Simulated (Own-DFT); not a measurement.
# Computed records: GaN (wurtzite, strained, atoms displaced)

All values are calculated (Own-DFT development build). A calculation, not a measurement: plane-wave PBE density functional theory by an unreviewed code, no spin, of a simulated periodic cell, stress positive in tension, free energy of the whole cell less one offset for each atom, forces on such cells passed a denser k mesh, this cell's mesh not checked; offsets are fitted by least squares, one for each functional and potential file, so energies compare only between cells with the same atoms and settings and are not formation energies; the far tail of each file's local potential was reset to the Coulomb form; each entry is a single point on an unrelaxed cell, so the pressure reflects the starting lattice, mostly measured values (interpolated for alloys), from which strain is counted, and rises with the displacements; printed positions are rounded, which can move forces by about a meV/angstrom; the program, named Own-DFT, is a retired in-house code; no spin-orbit coupling.

Common to all runs: functional PBE; potential files PseudoDojo norm-conserving, scalar-relativistic, standard set with the stringent files for Ga; wave cutoff 96 hartree; occupations Gaussian; smearing width 0.01 eV; k mesh 3 x 4 x 3 centred on Gamma.

```json
{"entry": 1, "formula": "GaN", "kind": "wurtzite, strained, atoms displaced", "structure": {"cell_angstrom": [[12.5558, -0.2544, -0.0565], [-4.8737, 8.4634, 0.1493], [-0.0459, 0.1603, 10.4001]], "atoms_fractional": [["Ga", 0.08376, 0.213, 0.00022], ["Ga", 0.16461, 0.11219, 0.24914], ["N", 0.07884, 0.2213, 0.18646], ["N", 0.16939, 0.10826, 0.43989], ["Ga", 0.09249, 0.23024, 0.50084], ["Ga", 0.17242, 0.11672, 0.75237], ["N", 0.0829, 0.21834, 0.68098], ["N", 0.1723, 0.12196, 0.94046], ["Ga", 0.08492, 0.55718, 0.99617], ["Ga", 0.16692, 0.44324, 0.25102], ["N", 0.08102, 0.55276, 0.19091], ["N", 0.16003, 0.44427, 0.4419], ["Ga", 0.08868, 0.55817, 0.50755], ["Ga", 0.16939, 0.44687, 0.75063], ["N", 0.08205, 0.5457, 0.69485], ["N", 0.16514, 0.44735, 0.94289], ["Ga", 0.08057, 0.88229, 0.99148], ["Ga", 0.16568, 0.77758, 0.25021], ["N", 0.08481, 0.88586, 0.18575], ["N", 0.17488, 0.77748, 0.43879], ["Ga", 0.08687, 0.89611, 0.50081], ["Ga", 0.15996, 0.77626, 0.74274], ["N", 0.08555, 0.88488, 0.6925], ["N", 0.17064, 0.77336, 0.93237], ["Ga", 0.33026, 0.2235, 0.0096], ["Ga", 0.41336, 0.10485, 0.25263], ["N", 0.3364, 0.21681, 0.19304], ["N", 0.41766, 0.11536, 0.43578], ["Ga", 0.33543, 0.2176, 0.49584], ["Ga", 0.41302, 0.10894, 0.75589], ["N", 0.33733, 0.21781, 0.69252], ["N", 0.41556, 0.11242, 0.94119], ["Ga", 0.33343, 0.55861, 0.00445], ["Ga", 0.4184, 0.44009, 0.25026], ["N", 0.33341, 0.55984, 0.19247], ["N", 0.41286, 0.441, 0.44404], ["Ga", 0.336, 0.54984, 0.50508], ["Ga", 0.40573, 0.44429, 0.75566], ["N", 0.33154, 0.56002, 0.68681], ["N", 0.41426, 0.44979, 0.93643], ["Ga", 0.33152, 0.89178, 0.99284], ["Ga", 0.41729, 0.77785, 0.25306], ["N", 0.33023, 0.88981, 0.18403], ["N", 0.40955, 0.76866, 0.43487], ["Ga", 0.33326, 0.89161, 0.50322], ["Ga", 0.41821, 0.78792, 0.75736], ["N", 0.33151, 0.8912, 0.68866], ["N", 0.42151, 0.7815, 0.94575], ["Ga", 0.5761, 0.21364, 0.00697], ["Ga", 0.6663, 0.10602, 0.2567], ["N", 0.59319, 0.22915, 0.18415], ["N", 0.66641, 0.11256, 0.43672], ["Ga", 0.57644, 0.21983, 0.50065], ["Ga", 0.66775, 0.11472, 0.74537], ["N", 0.58634, 0.228, 0.68548], ["N", 0.66805, 0.11682, 0.9317], ["Ga", 0.57612, 0.55598, 0.99688], ["Ga", 0.67729, 0.4487, 0.26169], ["N", 0.57964, 0.55431, 0.18681], ["N", 0.6722, 0.4493, 0.43072], ["Ga", 0.58851, 0.56071, 0.49729], ["Ga", 0.66589, 0.45493, 0.74801], ["N", 0.58856, 0.55631, 0.6879], ["N", 0.6651, 0.44439, 0.94063], ["Ga", 0.5816, 0.8861, 0.00035], ["Ga", 0.66814, 0.78212, 0.25112], ["N", 0.58876, 0.89066, 0.19127], ["N", 0.66471, 0.77187, 0.44116], ["Ga", 0.57741, 0.88115, 0.49553], ["Ga", 0.66378, 0.7831, 0.75078], ["N", 0.5768, 0.88706, 0.69694], ["N", 0.66573, 0.7824, 0.93382], ["Ga", 0.83313, 0.22264, 0.992], ["Ga", 0.91806, 0.11087, 0.24571], ["N", 0.83604, 0.22617, 0.18813], ["N", 0.91829, 0.11391, 0.44033], ["Ga", 0.83672, 0.22181, 0.50128], ["Ga", 0.92111, 0.11665, 0.74391], ["N", 0.83116, 0.21843, 0.6857], ["N", 0.92304, 0.11372, 0.93762], ["Ga", 0.82821, 0.55032, 0.99724], ["Ga", 0.91586, 0.4489, 0.25293], ["N", 0.8274, 0.54968, 0.18605], ["N", 0.92041, 0.44536, 0.44312], ["Ga", 0.83294, 0.55634, 0.5002], ["Ga", 0.92024, 0.44674, 0.74367], ["N", 0.83056, 0.56035, 0.68412], ["N", 0.92385, 0.44305, 0.94762], ["Ga", 0.83961, 0.89756, 0.98981], ["Ga", 0.91506, 0.78023, 0.25007], ["N", 0.83127, 0.88038, 0.18763], ["N", 0.90863, 0.76898, 0.44002], ["Ga", 0.8288, 0.89298, 0.5012], ["Ga", 0.91695, 0.7797, 0.75464], ["N", 0.84508, 0.89606, 0.69153], ["N", 0.91452, 0.77793, 0.93816]]}, "results": {"free_energy_of_cell_above_offsets [eV]": "-4.143", "pressure [GPa]": 7.85, "stress_xx [GPa]": -13.46, "stress_yy [GPa]": -3.69, "stress_zz [GPa]": -6.4, "stress_yz [GPa]": 3.48, "stress_xz [GPa]": -1.43, "stress_xy [GPa]": -5.99, "force_element": ["Ga", "Ga", "N", "N", "Ga", "Ga", "N", "N", "Ga", "Ga", "N", "N", "Ga", "Ga", "N", "N", "Ga", "Ga", "N", "N", "Ga", "Ga", "N", "N", "Ga", "Ga", "N", "N", "Ga", "Ga", "N", "N", "Ga", "Ga", "N", "N", "Ga", "Ga", "N", "N", "Ga", "Ga", "N", "N", "Ga", "Ga", "N", "N", "Ga", "Ga", "N", "N", "Ga", "Ga", "N", "N", "Ga", "Ga", "N", "N", "Ga", "Ga", "N", "N", "Ga", "Ga", "N", "N", "Ga", "Ga", "N", "N", "Ga", "Ga", "N", "N", "Ga", "Ga", "N", "N", "Ga", "Ga", "N", "N", "Ga", "Ga", "N", "N", "Ga", "Ga", "N", "N", "Ga", "Ga", "N", "N"], "force_x [eV/angstrom]": [-0.495, 0.029, 2.204, -1.014, -0.645, -0.766, 1.448, -0.238, 0.961, -1.158, 0.751, 1.689, -0.59, -0.385, 0.554, 0.906, 1.151, 0.096, -0.602, -2.253, -0.33, 1.883, -1.405, -1.824, 1.583, 1.542, -1.156, -0.4, -0.091, 1.368, -0.985, -1.142, -0.295, -0.992, 0.992, 0.826, -1.216, 1.93, 0.813, -0.812, 1.081, -0.59, 1.223, 0.007, 1.392, -1.164, 0.479, -2.057, 1.566, 0.103, -0.963, -0.419, 2.055, -1.016, -0.525, -0.609, 2.193, -2.603, 1.196, -1.505, 0.01, 1.19, -2.831, -1.308, 1.578, 0.035, -0.894, -1.02, 0.16, 1.127, 1.481, 0.324, 0.482, -1.828, 0.121, 0.312, -0.341, -0.649, 0.979, -1.277, 1.011, 0.153, 2.078, -0.807, 1.173, -2.318, 1.635, -2.664, -0.833, 0.685, 0.006, 0.53, 1.798, 0.041, -1.967, 0.051], "force_y [eV/angstrom]": [2.147, -0.82, 0.637, 0.741, -1.093, -0.843, 1.282, -1.982, 0.215, 0.077, 0.981, 0.085, -0.032, -1.254, 1.986, -0.919, 0.624, -1.043, 0.843, -0.037, -2.015, -1.274, 1.689, 0.421, 0.533, 0.116, 0.983, -1.249, 0.898, 0.284, 1.444, -0.052, -0.043, 0.229, -0.534, -0.189, 0.383, -0.18, 0.702, -1.063, -0.134, 0.077, 0.183, 0.662, 0.113, -1.406, 0.082, -0.656, 1.424, 0.942, -0.836, -0.661, 1.042, -0.387, -0.144, -0.954, 0.566, -1.345, 0.749, -0.96, -1.672, -2.062, 1.306, -0.479, 1.79, -1.524, 0.143, 1.276, 0.808, -0.592, 1.09, -0.259, -0.139, -0.722, -0.43, -0.392, 0.306, -0.778, 0.979, 0.146, -0.022, -0.932, 2.093, 0.229, -0.433, -1.069, 0.126, 0.141, -1.289, -1.176, 1.762, 2.071, 0.016, -0.808, -0.063, -0.48], "force_z [eV/angstrom]": [0.354, 0.012, 0.08, -0.696, -0.84, -0.269, 1.417, -0.681, 1.647, 0.223, -0.452, -0.499, -0.743, 1.044, -1.056, -0.74, 1.082, 0.019, -0.245, 0.154, 0.017, 1.112, -0.811, -0.355, -0.674, -0.981, -0.098, 0.033, 1.311, -0.306, -1.026, -0.215, 0.159, 0.584, -0.287, -0.754, -0.935, -1.305, 0.622, 0.745, 1.401, -1.033, 0.16, 1.099, -0.15, 0.101, 0.247, -0.934, -1.072, -1.584, 2.047, 1.358, 0.194, 0.479, 0.298, 0.571, 0.727, -3.556, 0.172, 3.351, 0.764, 1.332, -0.492, -0.828, 0.54, -0.249, -0.398, -0.58, 0.883, -0.557, -2.163, 0.787, 1.5, 0.855, -0.162, -0.563, -0.72, 0.804, 0.292, -1.004, 0.712, -0.167, -0.491, -0.029, 0.234, 1.365, 0.928, -2.294, 1.269, 0.107, -0.88, -0.305, 0.402, -0.962, -0.478, 0.024]}}
{"entry": 2, "formula": "GaN", "kind": "wurtzite, strained, atoms displaced", "structure": {"cell_angstrom": [[12.9869, 0.2542, 0.2012], [-4.7049, 8.1477, 0.0338], [0.1635, 0.1367, 10.3407]], "atoms_fractional": [["Ga", 0.083, 0.22989, 0.99885], ["Ga", 0.16858, 0.10714, 0.24198], ["N", 0.07521, 0.22108, 0.18883], ["N", 0.17016, 0.10958, 0.44323], ["Ga", 0.07856, 0.22042, 0.50421], ["Ga", 0.16906, 0.11261, 0.75292], ["N", 0.08579, 0.22648, 0.69412], ["N", 0.16681, 0.11107, 0.93875], ["Ga", 0.08053, 0.55943, 0.00189], ["Ga", 0.16484, 0.44127, 0.25626], ["N", 0.08356, 0.55445, 0.18841], ["N", 0.16723, 0.45104, 0.44075], ["Ga", 0.08264, 0.55375, 0.49604], ["Ga", 0.16499, 0.43159, 0.74948], ["N", 0.07716, 0.55767, 0.68599], ["N", 0.16545, 0.44885, 0.93745], ["Ga", 0.07801, 0.88829, 0.00171], ["Ga", 0.16624, 0.77912, 0.24947], ["N", 0.08867, 0.89595, 0.18074], ["N", 0.16864, 0.78058, 0.44671], ["Ga", 0.06964, 0.8824, 0.49798], ["Ga", 0.16548, 0.77384, 0.75117], ["N", 0.0772, 0.88114, 0.68361], ["N", 0.16763, 0.77187, 0.92978], ["Ga", 0.33561, 0.21863, 0.99366], ["Ga", 0.42265, 0.10881, 0.24575], ["N", 0.34087, 0.21516, 0.19007], ["N", 0.41091, 0.11023, 0.43901], ["Ga", 0.34139, 0.22346, 0.49757], ["Ga", 0.41415, 0.10728, 0.74137], ["N", 0.3341, 0.22794, 0.68772], ["N", 0.41419, 0.10758, 0.94634], ["Ga", 0.33489, 0.55634, 0.00124], ["Ga", 0.41177, 0.43663, 0.25657], ["N", 0.32997, 0.55369, 0.17562], ["N", 0.41804, 0.44929, 0.43344], ["Ga", 0.32912, 0.55202, 0.49535], ["Ga", 0.42534, 0.44776, 0.75372], ["N", 0.33162, 0.5582, 0.68583], ["N", 0.41715, 0.43768, 0.93338], ["Ga", 0.3306, 0.88769, 0.00318], ["Ga", 0.41769, 0.79132, 0.24955], ["N", 0.3321, 0.88086, 0.17986], ["N", 0.41004, 0.7823, 0.44319], ["Ga", 0.33106, 0.88418, 0.48945], ["Ga", 0.41652, 0.78109, 0.74425], ["N", 0.33743, 0.88794, 0.68598], ["N", 0.42157, 0.77702, 0.93922], ["Ga", 0.57924, 0.21727, 0.99317], ["Ga", 0.67243, 0.11639, 0.24596], ["N", 0.5819, 0.22766, 0.19063], ["N", 0.66033, 0.11042, 0.4418], ["Ga", 0.58717, 0.22787, 0.49925], ["Ga", 0.66462, 0.10186, 0.75237], ["N", 0.57628, 0.22013, 0.68488], ["N", 0.66769, 0.11716, 0.94449], ["Ga", 0.58579, 0.56477, 0.9966], ["Ga", 0.66573, 0.43827, 0.24731], ["N", 0.58633, 0.55652, 0.19249], ["N", 0.67016, 0.44199, 0.43879], ["Ga", 0.58561, 0.56421, 0.50122], ["Ga", 0.6664, 0.43297, 0.75488], ["N", 0.59077, 0.55918, 0.69434], ["N", 0.67724, 0.45558, 0.93277], ["Ga", 0.57461, 0.88179, 0.99419], ["Ga", 0.6737, 0.78698, 0.24625], ["N", 0.5832, 0.88012, 0.18715], ["N", 0.66279, 0.77872, 0.44047], ["Ga", 0.58062, 0.89313, 0.49577], ["Ga", 0.67374, 0.78637, 0.75583], ["N", 0.59107, 0.89715, 0.68845], ["N", 0.66608, 0.77965, 0.93194], ["Ga", 0.83672, 0.21915, 0.99591], ["Ga", 0.91583, 0.10918, 0.24224], ["N", 0.83917, 0.22024, 0.19128], ["N", 0.91718, 0.11865, 0.44506], ["Ga", 0.83782, 0.2183, 0.49755], ["Ga", 0.91572, 0.1062, 0.7368], ["N", 0.84089, 0.22964, 0.69046], ["N", 0.92008, 0.11047, 0.94102], ["Ga", 0.83539, 0.55688, 0.00014], ["Ga", 0.92369, 0.45337, 0.24432], ["N", 0.83102, 0.5565, 0.18376], ["N", 0.91024, 0.43252, 0.43936], ["Ga", 0.82235, 0.5438, 0.50496], ["Ga", 0.9188, 0.45585, 0.74555], ["N", 0.83397, 0.5578, 0.68914], ["N", 0.91766, 0.44289, 0.93715], ["Ga", 0.83331, 0.89116, 0.00244], ["Ga", 0.91477, 0.76992, 0.25384], ["N", 0.83534, 0.88525, 0.19484], ["N", 0.9174, 0.7747, 0.43849], ["Ga", 0.83642, 0.88452, 0.49598], ["Ga", 0.9156, 0.77943, 0.74839], ["N", 0.83599, 0.8934, 0.67931], ["N", 0.91519, 0.77048, 0.93751]]}, "results": {"free_energy_of_cell_above_offsets [eV]": "-3.472", "pressure [GPa]": 5.49, "stress_xx [GPa]": -1.42, "stress_yy [GPa]": -7.96, "stress_zz [GPa]": -7.09, "stress_yz [GPa]": 2.35, "stress_xz [GPa]": 3.29, "stress_xy [GPa]": 5.74, "force_element": ["Ga", "Ga", "N", "N", "Ga", "Ga", "N", "N", "Ga", "Ga", "N", "N", "Ga", "Ga", "N", "N", "Ga", "Ga", "N", "N", "Ga", "Ga", "N", "N", "Ga", "Ga", "N", "N", "Ga", "Ga", "N", "N", "Ga", "Ga", "N", "N", "Ga", "Ga", "N", "N", "Ga", "Ga", "N", "N", "Ga", "Ga", "N", "N", "Ga", "Ga", "N", "N", "Ga", "Ga", "N", "N", "Ga", "Ga", "N", "N", "Ga", "Ga", "N", "N", "Ga", "Ga", "N", "N", "Ga", "Ga", "N", "N", "Ga", "Ga", "N", "N", "Ga", "Ga", "N", "N", "Ga", "Ga", "N", "N", "Ga", "Ga", "N", "N", "Ga", "Ga", "N", "N", "Ga", "Ga", "N", "N"], "force_x [eV/angstrom]": [0.344, -0.12, 1.855, -0.916, 1.25, 0.027, -0.204, 0.166, 0.341, 0.463, 0.098, 0.916, -1.575, -0.753, 1.678, 0.751, 0.572, 0.351, -0.584, -0.916, 2.467, 0.143, 0.245, -0.392, -1.382, -0.724, -2.028, 2.836, -2.749, -0.335, 0.269, 1.379, -0.42, 0.44, 0.208, 0.437, 0.093, -0.953, 0.718, 0.145, 0.095, 1.747, -1.081, 3.204, -2.374, 1.046, -1.608, -1.384, -0.499, -0.405, 1.457, 1.717, -1.311, 0.135, 1.253, 1.015, 0.312, -0.31, -0.57, -1.266, 0.053, -0.225, -0.402, -0.93, 1.059, -0.504, -1.032, 1.117, -0.103, -0.13, -0.666, 0.647, -0.96, 0.651, -1.792, 2.6, -3.1, 0.208, -1.32, 0.142, -0.146, -1.001, 0.734, 0.238, 1.498, 0.668, -1.087, 0.118, 0.277, 0.375, 0.02, -0.518, -1.84, 0.268, 0.027, -0.258], "force_y [eV/angstrom]": [-0.557, 1.571, 0.246, 0.445, 0.054, -0.696, -2.239, 0.367, -0.949, 0.135, 0.771, -1.151, 0.289, 3.283, -0.382, 0.247, -0.385, -0.034, -1.771, -0.192, 1.044, 0.248, 1.043, 1.505, 0.242, -0.39, 0.551, -0.378, 0.408, 0.05, -0.389, -0.05, -0.887, 0.853, -0.161, 0.083, 0.361, 0.288, -0.532, 1.245, -1.057, -2.146, 0.964, -1.223, 1.501, -0.617, 0.167, 0.107, 1.433, -0.46, -1.417, 0.553, -1.209, 2.465, -0.145, -1.026, -1.858, 1.517, 0.138, 1.144, -1.328, 1.052, 0.094, -1.068, 1.107, -1.834, 1.446, 1.144, -0.762, -0.72, -1.909, 1.217, 0.383, -0.24, 0.785, -2.139, 0.244, 1.353, -0.693, -0.299, -1.205, -1.296, -0.385, 2.315, 0.372, -1.175, -0.204, 0.44, -0.779, 0.517, 0.278, -1.057, 0.594, -0.125, -1.022, 1.876], "force_z [eV/angstrom]": [0.096, 1.409, 0.014, -0.947, -0.543, -0.991, -1.11, 0.397, -0.817, -1.316, 0.277, -0.283, 1.052, 0.49, -0.15, 0.055, -1.801, 0.62, 1.429, -1.879, 0.527, -1.857, 1.043, 2.114, 1.247, 0.832, -0.762, -1.089, 0.717, 0.849, 0.121, -1.869, -2.132, -2.583, 3.849, 1.752, 0.917, -1.623, 0.173, 1.41, -2.215, 0.154, 2.012, -1.768, 2.217, 0.632, -0.334, -0.99, 0.928, 0.278, -1.102, -1.289, 0.152, -0.063, 0.883, -0.755, 0.877, 0.41, -0.734, -0.541, 0.334, -1.219, -0.732, 1.683, 0.954, 0.912, -0.209, -0.703, 0.755, -2.589, -0.462, 2.072, 0.297, 1.685, -0.896, -1.701, 1.379, 1.677, -0.15, -1.04, -0.54, 0.978, 0.995, -0.879, -0.365, 0.662, -0.15, 0.3, -0.243, -0.789, -0.773, -0.479, -0.36, 0.167, 1.032, 0.007]}}
{"entry": 3, "formula": "GaN", "kind": "wurtzite, strained, atoms displaced", "structure": {"cell_angstrom": [[12.5885, -0.2263, 0.0113], [-4.8677, 8.437, 0.0491], [0.0092, 0.0667, 10.2384]], "atoms_fractional": [["Ga", 0.07995, 0.21571, 0.00089], ["Ga", 0.16536, 0.1187, 0.24113], ["N", 0.08441, 0.21825, 0.18215], ["N", 0.16215, 0.11499, 0.43987], ["Ga", 0.09, 0.22611, 0.50193], ["Ga", 0.16625, 0.1035, 0.75409], ["N", 0.09063, 0.2279, 0.6804], ["N", 0.17088, 0.11478, 0.93671], ["Ga", 0.08524, 0.55234, 0.00536], ["Ga", 0.16809, 0.45146, 0.24231], ["N", 0.0902, 0.56367, 0.18069], ["N", 0.165, 0.44472, 0.43557], ["Ga", 0.08243, 0.5575, 0.50064], ["Ga", 0.16484, 0.45003, 0.7546], ["N", 0.0882, 0.55013, 0.69187], ["N", 0.16892, 0.43865, 0.93716], ["Ga", 0.07244, 0.88378, 0.00397], ["Ga", 0.16794, 0.78541, 0.24601], ["N", 0.07954, 0.88863, 0.18968], ["N", 0.16723, 0.78589, 0.4412], ["Ga", 0.08907, 0.88638, 0.49725], ["Ga", 0.17555, 0.78146, 0.75508], ["N", 0.09028, 0.89265, 0.68539], ["N", 0.16548, 0.78726, 0.93924], ["Ga", 0.33823, 0.23177, 0.00181], ["Ga", 0.42212, 0.1179, 0.2529], ["N", 0.33499, 0.21921, 0.1877], ["N", 0.42375, 0.1171, 0.43904], ["Ga", 0.3414, 0.23181, 0.49346], ["Ga", 0.42332, 0.11343, 0.74408], ["N", 0.338, 0.2194, 0.68962], ["N", 0.42313, 0.10995, 0.93826], ["Ga", 0.33954, 0.5643, 0.99587], ["Ga", 0.423, 0.45073, 0.24892], ["N", 0.33615, 0.54778, 0.18769], ["N", 0.42288, 0.45236, 0.43574], ["Ga", 0.33474, 0.55444, 0.5024], ["Ga", 0.41389, 0.44653, 0.74396], ["N", 0.33248, 0.56259, 0.68916], ["N", 0.4234, 0.44561, 0.93147], ["Ga", 0.32956, 0.88419, 0.00234], ["Ga", 0.41604, 0.77524, 0.24452], ["N", 0.32845, 0.89048, 0.18694], ["N", 0.41515, 0.77468, 0.43728], ["Ga", 0.33797, 0.89467, 0.49651], ["Ga", 0.41809, 0.77227, 0.74922], ["N", 0.33084, 0.8871, 0.68778], ["N", 0.41902, 0.78591, 0.93879], ["Ga", 0.58411, 0.23071, 0.00243], ["Ga", 0.66604, 0.11226, 0.24698], ["N", 0.58856, 0.23175, 0.18675], ["N", 0.66536, 0.10062, 0.44924], ["Ga", 0.58315, 0.21658, 0.49205], ["Ga", 0.66814, 0.10974, 0.75029], ["N", 0.58586, 0.22338, 0.694], ["N", 0.67091, 0.11948, 0.94428], ["Ga", 0.58796, 0.55929, 0.9993], ["Ga", 0.66571, 0.45051, 0.25308], ["N", 0.58372, 0.56185, 0.19288], ["N", 0.65884, 0.44044, 0.43495], ["Ga", 0.58035, 0.55088, 0.49705], ["Ga", 0.66653, 0.4407, 0.74271], ["N", 0.58225, 0.55833, 0.69619], ["N", 0.67253, 0.45155, 0.94101], ["Ga", 0.58555, 0.89476, 0.99863], ["Ga", 0.67297, 0.78749, 0.25273], ["N", 0.58661, 0.88852, 0.19832], ["N", 0.66567, 0.78501, 0.43535], ["Ga", 0.58494, 0.88994, 0.49369], ["Ga", 0.66472, 0.77999, 0.74715], ["N", 0.58497, 0.88237, 0.68284], ["N", 0.65849, 0.77329, 0.94093], ["Ga", 0.8347, 0.22937, 0.99598], ["Ga", 0.91232, 0.11059, 0.2444], ["N", 0.83035, 0.23085, 0.18777], ["N", 0.91146, 0.106, 0.43889], ["Ga", 0.83818, 0.22761, 0.49964], ["Ga", 0.91548, 0.11408, 0.75279], ["N", 0.82618, 0.22286, 0.69297], ["N", 0.91395, 0.12096, 0.93433], ["Ga", 0.83185, 0.55404, 0.00832], ["Ga", 0.92304, 0.44975, 0.24599], ["N", 0.8295, 0.55245, 0.18838], ["N", 0.91211, 0.44343, 0.44639], ["Ga", 0.82648, 0.54848, 0.49805], ["Ga", 0.90984, 0.4443, 0.75364], ["N", 0.8394, 0.55216, 0.68176], ["N", 0.91418, 0.44626, 0.94708], ["Ga", 0.83137, 0.88688, 0.00602], ["Ga", 0.9138, 0.77118, 0.24526], ["N", 0.83948, 0.89464, 0.19086], ["N", 0.91558, 0.77046, 0.447], ["Ga", 0.83848, 0.89199, 0.50466], ["Ga", 0.92216, 0.78386, 0.75479], ["N", 0.83472, 0.89063, 0.68606], ["N", 0.92, 0.78349, 0.94078]]}, "results": {"stress_zz [GPa]": null}}
```

**Q.** GaN (wurtzite, strained, atoms displaced) (entry 3): stress zz?
**A.** -12.7 GPa

**Q.** Give the table of force values for GaN (wurtzite, strained, atoms displaced) (entry 3).
**A.** 
Force:
| element | x (eV/Å) | y (eV/Å) | z (eV/Å) |
| --- | --- | --- | --- |
| Ga | 0.615 | 0.506 | -1.522 |
| Ga | 1.035 | -1.279 | 1.818 |
| N | -1.724 | 1.465 | 0.797 |
| N | 2.103 | -0.631 | -1.306 |
| Ga | -1.528 | -0.074 | -1.227 |
| Ga | -0.049 | 1.123 | -1.36 |
| N | -0.515 | -0.284 | 2.78 |
| N | -0.834 | -0.706 | 1.231 |
| Ga | -0.068 | 0.608 | -3.225 |
| Ga | 0.569 | -1.258 | 1.06 |
| N | -0.318 | 0.124 | 2.485 |
| N | -0.13 | 0.42 | -0.446 |
| Ga | 0.646 | 0.196 | 0.424 |
| Ga | 1.357 | -1.895 | -0.677 |
| N | -2.562 | 1.491 | -0.381 |
| N | -0.676 | 0.731 | 1.248 |
| Ga | 3.187 | 2.116 | -0.038 |
| Ga | -0.879 | -0.533 | 1.058 |
| N | 0.601 | 0.504 | 0.087 |
| N | 1.645 | -1.599 | -1.435 |
| Ga | -2.207 | 1.48 | 0.637 |
| Ga | -2.182 | -1.134 | -0.453 |
| N | -0.122 | -0.787 | 0.76 |
| N | 0.001 | -1.518 | 0.659 |
| Ga | 0.811 | -1.026 | -1.097 |
| Ga | -0.436 | -0.79 | -1.087 |
| N | 0.076 | 1.043 | 0.649 |
| N | -1.781 | -0.996 | -0.435 |
| Ga | -1.067 | -1.11 | 0.985 |
| Ga | -1.398 | -1.027 | 1.394 |
| N | -0.597 | 0.897 | -0.882 |
| N | -1.544 | -0.118 | -0.031 |
| Ga | 0.683 | -1.111 | 0.013 |
| Ga | -0.972 | -1.47 | 0.008 |
| N | -0.739 | 1.398 | -0.668 |
| N | -1.688 | -1.046 | 0.128 |
| Ga | -0.678 | 0.405 | -0.712 |
| Ga | -0.047 | -1.058 | 0.437 |
| N | 0.813 | -1.123 | -0.1 |
| N | -1.24 | 0.437 | 0.941 |
| Ga | 0.115 | 1.625 | -0.802 |
| Ga | -0.587 | -0.226 | 0.775 |
| N | 2.195 | 0.662 | 0.661 |
| N | -0.548 | 0.177 | -0.312 |
| Ga | 0.106 | -0.815 | 0.467 |
| Ga | -0.702 | 1.533 | -0.253 |
| N | 2.47 | 1.057 | -0.613 |
| N | -0.194 | -0.785 | 0.038 |
| Ga | 0.748 | -0.279 | -0.853 |
| Ga | -0.502 | -0.181 | 1.031 |
| N | 0.046 | -0.321 | 1.117 |
| N | -0.653 | 2.617 | -1.972 |
| Ga | 1.749 | 0.922 | 1.771 |
| Ga | -1.656 | -1.218 | 0.552 |
| N | 1.199 | 0.142 | -1.763 |
| N | -1.058 | -1.066 | -0.691 |
| Ga | -0.122 | -0.515 | 0.112 |
| Ga | -0.355 | -0.585 | -0.919 |
| N | 1.668 | 0.8 | -0.987 |
| N | 0.622 | -0.254 | 1.065 |
| Ga | 1.053 | 2.293 | 1.319 |
| Ga | -0.238 | 0.991 | 1.104 |
| N | 1.234 | -0.1 | -1.72 |
| N | -0.777 | -0.379 | -0.845 |
| Ga | 0.288 | 0.431 | 0.777 |
| Ga | -0.223 | -1.077 | -0.078 |
| N | -0.602 | 0.906 | -1.757 |
| N | 1.49 | -1.414 | 1.041 |
| Ga | -0.232 | -1.367 | 0.761 |
| Ga | 0.952 | -0.566 | 0.51 |
| N | -0.988 | 1.257 | 0.708 |
| N | 0.959 | 1.301 | -0.225 |
| Ga | 0.201 | -0.177 | 0.81 |
| Ga | 0.165 | 0.917 | 1.243 |
| N | 1.765 | -0.212 | -0.024 |
| N | 0.534 | 1.104 | -0.515 |
| Ga | 0.013 | -1.192 | 0.553 |
| Ga | 0.471 | 0.19 | -1.8 |
| N | 2.559 | 0.903 | -0.745 |
| N | 0.824 | -1.426 | 1.37 |
| Ga | 0.476 | 0.545 | -1.596 |
| Ga | -0.975 | -0.418 | 1.082 |
| N | 1.022 | 0.65 | 1.229 |
| N | 0.597 | 0.339 | -1.92 |
| Ga | 0.312 | 0.796 | -0.094 |
| Ga | 1.881 | -0.278 | 0.194 |
| N | -1.809 | 1.305 | 1.26 |
| N | 0.477 | 0.884 | -0.883 |
| Ga | -0.572 | 0.549 | -1.491 |
| Ga | -0.335 | 0.356 | 2.06 |
| N | -0.057 | -0.496 | -0.366 |
| N | -0.517 | 0.391 | -1.521 |
| Ga | -0.256 | -0.615 | -1.336 |
| Ga | -0.194 | -0.648 | -1.566 |
| N | 0.384 | 0.176 | 1.826 |
| N | -2.583 | -1.583 | -0.31 |

Further results for GaN (wurtzite, strained, atoms displaced) (entry 3):

```
free energy of cell above offsets : -3.804 eV
pressure                          : 10.62 GPa
stress xx                         : -13.44 GPa
stress yy                         : -5.71 GPa
stress yz                         : 1.45 GPa
stress xz                         : 0.07 GPa
stress xy                         : -4.8 GPa
```
